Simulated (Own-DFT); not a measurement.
# One host, several defects: zincblende GaAs

The numbers are computed, not measured, by runs of the plane-wave DFT program Own-DFT (in-house, retired, unreviewed) at fixed positions, with no spin and no spin-orbit coupling.

Settings: PBE; PseudoDojo norm-conserving scalar-relativistic files; cutoff 42 hartree; 3 x 3 x 3 k mesh centred on Gamma; Fermi-Dirac smearing of 0.1 eV.

Caveats (not all hold for every row): not probed for a lower state with spin; forces on such cells failed a check on a denser k mesh; forces not confirmed at this smearing and k mesh; forces on such cells passed a denser k mesh, each cell not checked; stress not checked against mesh or cutoff.

All runs share one cell, with vectors in Å (11.307, 0.000, 0.000); (0.000, 11.307, 0.000); (0.000, 0.000, 11.307) and a volume of 1445.4 Å³. u is the rms random offset of the atoms per axis. The defect's site can differ from row to row.

```
                                        cell     formula   u (Å)  P (GPa)
                                   no defect    As32Ga32  0.0188     3.51
                                   no defect    As32Ga32  0.0211     3.51
                                   no defect    As32Ga32  0.0498     4.02
                            two As vacancies    As30Ga32  0.0299     3.19
                            two As vacancies    As30Ga32  0.0316     3.12
                            two As vacancies    As30Ga32  0.0480     3.49
                         one In on a Ga site  As32Ga31In  0.0313     4.30
                         one In on a Ga site  As32Ga31In  0.0314        ?
                         one In on a Ga site  As32Ga31In  0.0479     4.46
                         one In on a Ga site  As32Ga31In  0.0524     4.72
one As on a Ga site and one Ga on an As site    As32Ga32  0.0268     3.89
one As on a Ga site and one Ga on an As site    As32Ga32  0.0275     3.90
one As on a Ga site and one Ga on an As site    As32Ga32  0.0530     4.26
                            two Ga vacancies    As32Ga30  0.0308     3.08
                            two Ga vacancies    As32Ga30  0.0312     2.87
                            two Ga vacancies    As32Ga30  0.0316     2.90
```

## What the rows give

P = P0 + c u² + a shift for each defect gives P0 = 3.44 GPa, c = 214 ± 26 GPa/Å² and a scatter of 0.08 GPa. The shifts, and each times the cell's volume:

- one In on a Ga site: 0.62 ± 0.07 GPa, 5.6 eV
- one As on a Ga site and one Ga on an As site: 0.27 ± 0.06 GPa, 2.4 eV
- two As vacancies: -0.48 ± 0.06 GPa, -4.3 eV (-2.2 eV for each of its 2 sites)
- two Ga vacancies: -0.70 ± 0.06 GPa, -6.3 eV (-3.2 eV for each of its 2 sites)

A positive shift means that the defect pushes the cell outwards. Shift times volume (160.2 GPa Å³ is 1 eV) depends little on the cell's size, so, taken for each site, it can be compared between cells at like pressure. The atoms around the defects weren't relaxed, which would change these numbers.

## Prediction

The question: what pressure belongs in the blank (one In on a Ga site, u = 0.0314 Å)?

Estimate: 4.27 ± 0.09 GPa. The calculation gave 4.34 GPa.
